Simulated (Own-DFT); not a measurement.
## Calculated data, GaP (zincblende, strained, atoms displaced)

All values are calculated (Own-DFT development build). A calculation, not a measurement: plane-wave PBE density functional theory by an unreviewed code, no spin, of a simulated periodic cell, stress positive in tension, free energy of the whole cell less one offset for each atom, forces on such cells passed a denser k mesh, this cell's mesh not checked; offsets are fitted by least squares, one for each functional and potential file, so energies compare only between cells with the same atoms and settings and are not formation energies; the far tail of each file's local potential was reset to the Coulomb form; each entry is a single point on an unrelaxed cell, so the pressure reflects the starting lattice, mostly measured values (interpolated for alloys), from which strain is counted, and rises with the displacements; printed positions are rounded, which can move forces by about a meV/angstrom; the program, named Own-DFT, is a retired in-house code; no spin-orbit coupling.

Settings shared by all entries: functional PBE; potential files PseudoDojo norm-conserving, scalar-relativistic, standard set; wave cutoff 42 hartree; occupations Fermi-Dirac; smearing width 0.1 eV; k mesh 3 x 3 x 3 centred on Gamma.

(1) GaP (zincblende, strained, atoms displaced)

```
GaP
1.0
     11.1009     0.1628     0.1711
      0.1628    10.7845     0.0382
      0.1711     0.0382    11.0247
Ga P Ga P Ga P Ga P Ga P Ga P Ga P Ga P
4 4 4 4 4 4 4 4 4 4 4 4 4 4 4 4
Direct
  0.00175 0.99550 0.99343
  0.01140 0.25409 0.25128
  0.24498 0.99624 0.24200
  0.25411 0.24951 0.00339
  0.12942 0.12556 0.11609
  0.12206 0.37981 0.37821
  0.37281 0.12258 0.37788
  0.37895 0.36893 0.11755
  0.99971 0.00623 0.49923
  0.00183 0.24750 0.75241
  0.25056 0.99881 0.74777
  0.25291 0.25116 0.49548
  0.12637 0.12083 0.62871
  0.11700 0.37353 0.88407
  0.37654 0.12624 0.87473
  0.36750 0.37142 0.62895
  0.98792 0.49760 0.99984
  0.99514 0.76337 0.24828
  0.25645 0.50208 0.25307
  0.24828 0.75215 0.00179
  0.12405 0.62711 0.12601
  0.11569 0.88249 0.38134
  0.38469 0.62282 0.37038
  0.38023 0.88006 0.12603
  0.00433 0.50853 0.50206
  0.99985 0.75911 0.74790
  0.25274 0.50224 0.74815
  0.26079 0.74715 0.49577
  0.12699 0.62198 0.62969
  0.11487 0.87320 0.87944
  0.36985 0.63353 0.87053
  0.36673 0.87077 0.62529
  0.50880 0.00912 0.00077
  0.49433 0.25368 0.24239
  0.74534 0.99372 0.24540
  0.74998 0.25699 0.00165
  0.62132 0.12151 0.13021
  0.62402 0.37041 0.36851
  0.87029 0.12946 0.37908
  0.87553 0.37536 0.11985
  0.50465 0.99952 0.49777
  0.50567 0.24899 0.75387
  0.74511 0.99465 0.74922
  0.75008 0.24858 0.49873
  0.62552 0.12192 0.62715
  0.62179 0.37394 0.87719
  0.87405 0.12458 0.88399
  0.87277 0.37743 0.62478
  0.49402 0.49636 0.00058
  0.50220 0.75085 0.25272
  0.74283 0.48859 0.25167
  0.74551 0.74124 0.01218
  0.62324 0.62242 0.12328
  0.62896 0.87371 0.37941
  0.87994 0.62018 0.37960
  0.86917 0.87795 0.12448
  0.49863 0.50962 0.49836
  0.50034 0.74952 0.75452
  0.75387 0.49957 0.75727
  0.75058 0.75960 0.50360
  0.62668 0.62442 0.62659
  0.62113 0.87286 0.87170
  0.87934 0.62659 0.87827
  0.87798 0.86904 0.61914
```

* free energy of cell above offsets: -32.815 eV
* pressure: 1.86 GPa
* stress xx: -1.04 GPa
* stress yy: -2.99 GPa
* stress zz: -1.54 GPa
* stress yz: 0.11 GPa
* stress xz: 2.19 GPa
* stress xy: 2.7 GPa

Force:
```tsv
element	x (eV/Å)	y (eV/Å)	z (eV/Å)
Ga	-0.977	1.248	1.414
Ga	-0.903	-0.303	-0.192
Ga	-0.033	0.422	1.079
Ga	-0.397	0.34	-0.833
P	-0.693	-0.515	0.634
P	0.935	-0.258	-0.346
P	0.312	-0.176	-1.114
P	-1.099	0.768	0.634
Ga	-0.58	0.594	0.888
Ga	-0.417	0.294	0.188
Ga	-0.308	0.088	0.952
Ga	-0.65	0.032	0.768
P	-0.142	0.53	-0.69
P	1.112	-0.001	-0.873
P	-0.039	-0.437	-0.196
P	1.33	0.032	-0.712
Ga	1.294	0.749	0.295
Ga	0.333	-0.966	0.734
Ga	-0.551	-0.161	-0.49
Ga	-0.012	0.237	0.414
P	-0.148	-0.241	0.129
P	1.446	-1.193	-1.206
P	-0.935	0.247	-0.242
P	0.01	-0.641	-0.535
Ga	-0.326	-0.361	0.812
Ga	0.105	-0.933	0.28
Ga	-0.702	-0.234	1.14
Ga	-1.388	0.16	0.218
P	0.093	0.758	-0.674
P	1.821	-0.492	-1.236
P	0.249	-1.168	0.558
P	1.477	0.059	-0.307
Ga	-0.698	-0.535	-0.305
Ga	0.315	-0.746	1.348
Ga	0.157	0.988	1.084
Ga	-0.262	-0.672	0.385
P	0.713	0.737	-0.53
P	-1.032	-0.322	1.02
P	0.87	-0.756	-1.466
P	-0.368	-0.635	1.254
Ga	-0.802	0.234	0.768
Ga	-0.622	0.221	-0.31
Ga	0.984	0.211	0.276
Ga	-0.504	0.787	0.825
P	-0.02	0.127	-0.543
P	0.345	0.184	-0.254
P	-0.408	-0.236	-1.235
P	0.455	-0.445	-0.116
Ga	0.202	1.171	-0.586
Ga	0.355	0.532	-0.371
Ga	1.172	1.203	-0.281
Ga	0.65	1.048	-1.359
P	-0.722	-0.925	0.771
P	-0.437	-0.185	-0.811
P	-1.116	0.848	-1.02
P	0.423	-0.433	-0.778
Ga	0.648	-1.36	0.94
Ga	-0.097	0.259	-0.724
Ga	-0.202	0.293	-0.12
Ga	0.301	-1.598	-0.103
P	0.038	0.106	-0.002
P	0.452	-0.305	0.854
P	-0.791	0.493	-0.579
P	-0.218	1.231	0.477
```

(2) GaP (zincblende, strained, atoms displaced)

```
GaP
1.0
     10.8144     0.0516     0.0268
      0.0516    10.7699     0.0810
      0.0268     0.0810    10.7790
Ga P Ga P Ga P Ga P Ga P Ga P Ga P Ga P
4 4 4 4 4 4 4 4 4 4 4 4 4 4 4 4
Direct
  0.99326 0.00267 0.00522
  0.99779 0.25185 0.25183
  0.24226 0.00257 0.24982
  0.24802 0.25543 0.01011
  0.12771 0.12302 0.12942
  0.12661 0.37458 0.37494
  0.37740 0.12154 0.37958
  0.37201 0.37474 0.13000
  0.00827 0.99999 0.49458
  0.99532 0.25423 0.74433
  0.24546 0.99261 0.74875
  0.24880 0.24304 0.49672
  0.12600 0.12220 0.62412
  0.13597 0.36972 0.87529
  0.37510 0.11563 0.87719
  0.36908 0.37302 0.63003
  0.00415 0.49412 0.99592
  0.01726 0.75006 0.24601
  0.24730 0.49280 0.25122
  0.24817 0.75335 0.00626
  0.13528 0.62337 0.13144
  0.13577 0.88646 0.37510
  0.37282 0.63031 0.37009
  0.36912 0.88188 0.12357
  0.99684 0.50380 0.49864
  0.00469 0.74590 0.74382
  0.25080 0.49944 0.74479
  0.25527 0.75098 0.50085
  0.12643 0.62163 0.63042
  0.12902 0.87178 0.87398
  0.37044 0.62493 0.87287
  0.37029 0.87808 0.62024
  0.49689 0.99323 0.99328
  0.50889 0.25246 0.24454
  0.75359 0.99673 0.25716
  0.74741 0.26205 0.99880
  0.63375 0.12860 0.12316
  0.62656 0.37191 0.37333
  0.87794 0.12343 0.37570
  0.87759 0.37425 0.12847
  0.50339 0.00596 0.49808
  0.50396 0.24594 0.75058
  0.75435 0.98943 0.75506
  0.75199 0.25301 0.50712
  0.62751 0.12689 0.62818
  0.62489 0.36654 0.87332
  0.87476 0.12416 0.88152
  0.87652 0.37709 0.62754
  0.49869 0.49998 0.00074
  0.49926 0.74491 0.25351
  0.74773 0.50053 0.25199
  0.75132 0.74985 0.99607
  0.62804 0.62493 0.12792
  0.62051 0.87558 0.36806
  0.87342 0.62557 0.36884
  0.87708 0.87669 0.12564
  0.50085 0.49656 0.50296
  0.49340 0.74652 0.75016
  0.75203 0.49723 0.75253
  0.74584 0.75546 0.49133
  0.63375 0.62843 0.62229
  0.62820 0.87299 0.87945
  0.87309 0.61743 0.87434
  0.87547 0.87481 0.62540
```

* free energy of cell above offsets: -32.299 eV
* pressure: 6.28 GPa
* stress xx: -6.05 GPa
* stress yy: -6.4 GPa
* stress zz: -6.4 GPa
* stress yz: 2.03 GPa
* stress xz: 0.42 GPa
* stress xy: 1.34 GPa

Force:
```tsv
element	x (eV/Å)	y (eV/Å)	z (eV/Å)
Ga	1.385	-0.165	-0.388
Ga	0.566	-0.444	0.06
Ga	2.189	0.6	-0.085
Ga	0.788	-1.325	-0.454
P	-1.266	0.876	-0.716
P	-0.789	-0.247	0.553
P	-0.143	0.79	-1.606
P	0.833	0.079	-0.359
Ga	-0.812	0.168	0.883
Ga	1.044	-1.16	1.179
Ga	0.587	0.803	0.167
Ga	0.329	0.5	0.472
P	-0.502	0.332	0.287
P	-1.275	0.366	-0.669
P	-0.769	1.283	-0.602
P	0.881	-0.596	-0.951
Ga	0.31	0.327	0.554
Ga	-1.132	0.672	0.786
Ga	0.813	0.65	0.571
Ga	0.574	-0.251	-0.466
P	-0.891	-0.561	-1.394
P	-1.145	-2.381	0.531
P	-0.202	-1.57	0.894
P	0.731	-0.777	0.654
Ga	0.408	-0.028	0.004
Ga	-0.669	0.424	1.079
Ga	0.217	-0.057	1.12
Ga	-0.576	-0.203	-0.056
P	-0.089	0.227	-1.731
P	-1.555	-0.04	0.508
P	-0.024	-0.181	0.604
P	1.152	-0.122	0.387
Ga	0.867	0.606	1.163
Ga	-0.634	-0.769	0.5
Ga	0.038	0.615	-0.787
Ga	1.211	-1.229	0.749
P	-0.657	-0.953	-0.168
P	-0.075	0.289	0.601
P	-0.42	0.315	0.502
P	-0.384	0.605	-0.534
Ga	0.314	-0.636	0.671
Ga	-1.093	-0.213	0.25
Ga	-0.036	1.22	-0.023
Ga	0.207	-0.385	-0.616
P	0.37	-0.912	-0.101
P	-0.802	1.66	-0.345
P	-0.389	0.756	-1.007
P	-0.376	0.457	-0.72
Ga	0.148	0.013	-0.125
Ga	-0.083	0.916	-1.221
Ga	0.512	-0.313	-0.108
Ga	0.587	-0.39	0.818
P	-0.528	0.066	-0.702
P	-0.239	0.239	0.54
P	0.543	0.69	0.162
P	-0.141	-1.031	0.379
Ga	-0.109	0.451	-0.085
Ga	0.813	0.501	-0.396
Ga	-0.572	0.093	-0.16
Ga	0.837	-0.113	0.396
P	-1.05	-0.475	0.322
P	-0.917	-0.518	-0.892
P	0.689	0.741	0.088
P	0.402	-0.283	-0.967
```

(3) GaP (zincblende, strained, atoms displaced)

```
GaP
1.0
     10.9906     0.0956    -0.0370
      0.0956    10.8933    -0.1202
     -0.0370    -0.1202    10.7357
Ga P Ga P Ga P Ga P Ga P Ga P Ga P Ga P
4 4 4 4 4 4 4 4 4 4 4 4 4 4 4 4
Direct
  0.99948 0.99548 0.00084
  0.99551 0.25412 0.25503
  0.25225 0.00210 0.25580
  0.24213 0.24998 0.99154
  0.13096 0.13353 0.12579
  0.12901 0.37060 0.37503
  0.37556 0.12458 0.37416
  0.37292 0.36888 0.12559
  0.00157 0.00015 0.50147
  0.00003 0.25450 0.74874
  0.24657 0.00587 0.74543
  0.25449 0.24864 0.50055
  0.13462 0.13067 0.61673
  0.12339 0.36747 0.87871
  0.37227 0.12724 0.88122
  0.36830 0.36809 0.63020
  0.00199 0.49779 0.00229
  0.00081 0.75009 0.24487
  0.24633 0.50053 0.24697
  0.25767 0.75086 0.99978
  0.12318 0.61456 0.12942
  0.12543 0.88628 0.36933
  0.37706 0.63063 0.37564
  0.38136 0.87988 0.12756
  0.99728 0.49921 0.49727
  0.99955 0.74963 0.75198
  0.24652 0.50133 0.75443
  0.26321 0.75143 0.49941
  0.12305 0.62041 0.62090
  0.12169 0.87064 0.87467
  0.37825 0.62201 0.87805
  0.37278 0.87029 0.61278
  0.49747 0.00291 0.00067
  0.50458 0.24656 0.24091
  0.74691 0.00326 0.24750
  0.75210 0.25553 0.99374
  0.62585 0.11964 0.12015
  0.62846 0.37718 0.36923
  0.86973 0.12470 0.38027
  0.87037 0.38231 0.12351
  0.50536 0.00046 0.50240
  0.50588 0.25053 0.74467
  0.75435 0.99631 0.74981
  0.75277 0.25015 0.49072
  0.62048 0.11678 0.62444
  0.61816 0.37297 0.87848
  0.87319 0.13052 0.87576
  0.87556 0.37620 0.62240
  0.50506 0.50639 0.99980
  0.50535 0.74890 0.25336
  0.74456 0.50171 0.24546
  0.75033 0.75054 0.00298
  0.63004 0.61665 0.13309
  0.62023 0.88702 0.37909
  0.88437 0.62395 0.37463
  0.87987 0.87936 0.13409
  0.50560 0.50438 0.48921
  0.49839 0.74935 0.74515
  0.75336 0.50459 0.74135
  0.75673 0.74801 0.50811
  0.62095 0.62499 0.61517
  0.62419 0.87355 0.87214
  0.87500 0.62163 0.86905
  0.86797 0.87348 0.62427
```

* free energy of cell above offsets: -32.051 eV
* pressure: 4.34 GPa
* stress xx: -3.52 GPa
* stress yy: -4.29 GPa
* stress zz: -5.19 GPa
* stress yz: -2.47 GPa
* stress xz: -1.03 GPa
* stress xy: 1.91 GPa

Force:
```tsv
element	x (eV/Å)	y (eV/Å)	z (eV/Å)
Ga	0.255	0.999	0.357
Ga	-0.072	-0.342	-0.437
Ga	-0.079	0.393	-0.913
Ga	0.975	-0.288	1.456
P	-0.945	-0.961	0.112
P	-0.2	0.615	0.196
P	1.068	0.323	0.17
P	0.178	0.871	-0.737
Ga	-0.323	0.139	0.278
Ga	-0.036	-0.718	-0.308
Ga	0.499	-0.782	0.502
Ga	0.088	0.292	-0.743
P	-1.644	-0.423	0.773
P	-0.397	1.643	-0.951
P	0.536	-0.298	-1.36
P	1.139	1.28	-0.462
Ga	-0.608	-0.118	-0.453
Ga	0.531	-0.09	0.911
Ga	0.952	-0.802	1.004
Ga	-0.645	0.026	0.606
P	0.305	1.715	-1.092
P	0.084	-1.692	0.483
P	0.025	-1.018	-1.214
P	-0.351	-0.663	0.04
Ga	0.67	-0.692	0.129
Ga	-0.229	-0.343	-0.6
Ga	-0.167	-0.403	-0.037
Ga	-2.859	-0.64	-0.725
P	0.589	0.839	0.191
P	0.829	0.48	-0.122
P	-0.018	0.466	-0.758
P	1.2	1.819	2.214
Ga	-0.031	-0.501	-0.404
Ga	-0.516	0.045	0.805
Ga	-0.081	-0.19	0.758
Ga	-0.624	-0.143	0.852
P	0.739	0.852	-0.463
P	-0.234	-0.583	-0.127
P	1.173	-0.539	-1.18
P	0.56	-0.787	0.055
Ga	-1.997	0.25	-0.092
Ga	-0.93	-0.384	0.61
Ga	-0.796	0.668	0.572
Ga	-1.119	0.461	1.44
P	1.549	1.182	0.329
P	1.054	0.671	-1.017
P	0.789	-0.88	-0.606
P	-0.06	-0.311	-0.332
Ga	-0.748	-0.977	0.804
Ga	-0.144	0.509	0.006
Ga	1.62	-0.654	1.677
Ga	0.138	-0.107	0.085
P	-0.986	2.21	-1.542
P	1.763	-1.902	-0.95
P	-1.234	0.505	-0.526
P	-0.737	-0.335	-1.136
Ga	-1.131	-0.986	0.575
Ga	-0.272	-0.002	0.148
Ga	-1.132	-0.535	0.455
Ga	-1.069	-0.287	-1.619
P	0.752	0.168	0.838
P	0.024	0.082	0.249
P	0.285	0.43	0.875
P	2.046	0.441	0.352
```

(4) GaP (zincblende, strained, atoms displaced)

```
GaP
1.0
     11.1143    -0.1819     0.1785
     -0.1819    10.7399     0.1118
      0.1785     0.1118    10.9306
Ga P Ga P Ga P Ga P Ga P Ga P Ga P Ga P
4 4 4 4 4 4 4 4 4 4 4 4 4 4 4 4
Direct
  0.99588 0.99703 0.01051
  0.00432 0.25883 0.25291
  0.25205 0.99785 0.26309
  0.24914 0.24663 0.99169
  0.12364 0.12873 0.12874
  0.11729 0.36926 0.36855
  0.37139 0.12612 0.37645
  0.36799 0.37263 0.11305
  0.99307 0.00302 0.50031
  0.00060 0.25193 0.75137
  0.24352 0.00513 0.74884
  0.24156 0.25086 0.49983
  0.12182 0.13015 0.62490
  0.12224 0.37871 0.87094
  0.37748 0.12967 0.87404
  0.37656 0.37521 0.62466
  0.00623 0.50588 0.00330
  0.99857 0.74879 0.25007
  0.25668 0.51010 0.24898
  0.24903 0.76092 0.99839
  0.13231 0.63069 0.11940
  0.12434 0.87652 0.37871
  0.37553 0.61983 0.36984
  0.37344 0.87561 0.12721
  0.98874 0.49968 0.49602
  0.99210 0.74507 0.75364
  0.25199 0.50726 0.75092
  0.25345 0.75080 0.49235
  0.12318 0.62799 0.62142
  0.12427 0.87012 0.87490
  0.38328 0.62922 0.87920
  0.37778 0.87639 0.62554
  0.50175 0.00306 0.99951
  0.49682 0.25160 0.25550
  0.74638 0.99640 0.24888
  0.73976 0.24938 0.99328
  0.63639 0.12841 0.11926
  0.62304 0.37664 0.37369
  0.87878 0.12198 0.38248
  0.87248 0.37765 0.12704
  0.50279 0.00180 0.49891
  0.50142 0.25383 0.74862
  0.74946 0.00442 0.74353
  0.75559 0.25048 0.50175
  0.62845 0.13350 0.62632
  0.62667 0.38010 0.88454
  0.88063 0.11984 0.87443
  0.87893 0.37187 0.63205
  0.50327 0.49586 0.00427
  0.49545 0.74878 0.24240
  0.74748 0.49643 0.24649
  0.74592 0.75063 0.99635
  0.62908 0.62985 0.12513
  0.61398 0.87496 0.37599
  0.87214 0.62738 0.38276
  0.87004 0.86889 0.11592
  0.49556 0.50584 0.49895
  0.49452 0.75013 0.74721
  0.75000 0.50261 0.75418
  0.75492 0.74466 0.49861
  0.61064 0.63147 0.61298
  0.63280 0.87596 0.86639
  0.87404 0.62735 0.87265
  0.87923 0.88421 0.62132
```

- free energy of cell above offsets: -32.052 eV
- pressure: 3.05 GPa
- stress xx: -1.77 GPa
- stress yy: -4.28 GPa
- stress zz: -3.12 GPa
- stress yz: 2.53 GPa
- stress xz: 2.93 GPa
- stress xy: -3.37 GPa

Force:
```tsv
element	x (eV/Å)	y (eV/Å)	z (eV/Å)
Ga	1.182	0.764	-1.069
Ga	-1.523	-1.37	-1.362
Ga	-0.074	0.573	-1.521
Ga	-0.623	0.392	-0.031
P	0.15	-0.703	0.156
P	1.571	2.135	1.487
P	0.198	-0.056	0.857
P	0.23	-0.058	1.68
Ga	1.922	0.469	-0.42
Ga	0.266	-0.047	0.094
Ga	0.615	-0.15	-0.155
Ga	0.84	0.644	-0.454
P	-0.424	-0.834	0.36
P	0.263	-0.19	0.595
P	-0.281	-0.961	-0.085
P	-0.722	-0.015	0.115
Ga	-0.459	-0.298	-0.385
Ga	0.289	0.316	-0.403
Ga	-1.101	-1.448	-0.981
Ga	0.933	-0.179	-0.531
P	-0.689	-0.321	1.17
P	-0.799	-0.519	0.196
P	0.119	0.756	0.74
P	-0.106	0.445	-0.026
Ga	1.367	-0.114	0.355
Ga	1.334	1.343	-1.461
Ga	0.216	0.173	-0.329
Ga	0.018	0.168	0.496
P	-0.132	-0.419	0.124
P	-0.693	0.677	0.055
P	-1.011	-0.624	0.525
P	-0.941	0.154	-0.04
Ga	0.456	-0.057	-0.264
Ga	0.308	0.188	-1.358
Ga	0.515	0.169	0.03
Ga	2.527	0.63	-0.606
P	-2.088	-1.109	1.777
P	-0.091	-0.281	0.809
P	-0.85	0.5	-1.455
P	0.264	-0.482	-0.484
Ga	-0.153	0.729	0.312
Ga	0.366	0.561	0.033
Ga	0.763	0.432	-0.094
Ga	0.095	0.629	-0.457
P	-0.719	-0.769	0.01
P	-0.541	-0.356	-1.33
P	-0.825	0.271	0.373
P	-1.015	0.369	-0.201
Ga	-0.056	1.108	-0.026
Ga	0.512	0.328	0.17
Ga	0.364	0.862	0.164
Ga	0.348	0.227	-0.924
P	-0.757	-0.875	0.372
P	0.945	-0.646	-0.324
P	0.011	-0.869	-1.542
P	-0.27	-0.337	1.901
Ga	0.164	-0.862	-0.669
Ga	0.859	0.744	-0.175
Ga	-0.267	0.159	-0.998
Ga	-0.804	1.675	0.439
P	1.419	-0.376	1.518
P	-1.361	-0.347	0.643
P	-0.717	-0.978	1.382
P	-1.338	-1.937	1.215
```
